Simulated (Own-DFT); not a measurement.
# Point defects and the pressure they add: zincblende InP

Calculated, not measured: single-point runs of Own-DFT, a retired in-house plane-wave DFT program that no person has reviewed, on unrelaxed cells, without spin or spin-orbit coupling.

Common settings: PBE; PseudoDojo norm-conserving scalar-relativistic files; cutoff 36 hartree; 2 x 3 x 3 k mesh centred on Gamma; Fermi-Dirac smearing of 0.1 eV.

Keep in mind (not all hold for every row): not probed for a lower state with spin; forces on such cells failed a check on a denser k mesh; forces not confirmed at this smearing and k mesh; stress not checked against mesh or cutoff.

All runs share one cell, with vectors in Å (17.606, 0.000, 0.000); (0.000, 11.737, 0.000); (0.000, 0.000, 11.737) and a volume of 2425.5 Å³. u is the rms random offset of the atoms per axis. The defect's site can differ from row to row.

| cell | formula | u (Å) | P (GPa) |
|---|---|---|---|
| no defect | In48P48 | 0.0206 | 3.20 |
| no defect | In48P48 | 0.0452 | 3.50 |
| no defect | In48P48 | 0.0517 | 3.62 |
| two P on an In site each | In46P50 | 0.0289 | 2.99 |
| two P on an In site each | In46P50 | 0.0298 | 3.02 |
| two P on an In site each | In46P50 | 0.0506 | 3.26 |
| one In on a P site and one P on an In site | In48P48 | 0.0297 | ? |
| one In on a P site and one P on an In site | In48P48 | 0.0301 | 3.56 |
| one In on a P site and one P on an In site | In48P48 | 0.0495 | 3.83 |
| one In on a P site and one P on an In site | In48P48 | 0.0505 | 3.90 |

## Worked fit

P = P0 + c u² + a shift for each defect gives P0 = 3.13 GPa, c = 178 ± 10 GPa/Å² and a scatter of 0.03 GPa. The shifts, and each times the cell's volume:

- one In on a P site and one P on an In site: 0.28 ± 0.02 GPa, 4.2 eV
- two P on an In site each: -0.30 ± 0.02 GPa, -4.5 eV (-2.2 eV for each of its 2 sites)

Against the defect-free cell, a freed cell would be larger where the shift is positive and smaller where it is negative (160.2 GPa Å³ is 1 eV). The atoms around the defects weren't relaxed, which would change these numbers.

## Check

Question: what pressure belongs in the blank (one In on a P site and one P on an In site, u = 0.0297 Å)?

Estimate: 3.57 ± 0.03 GPa. The run itself gave 3.48 GPa.
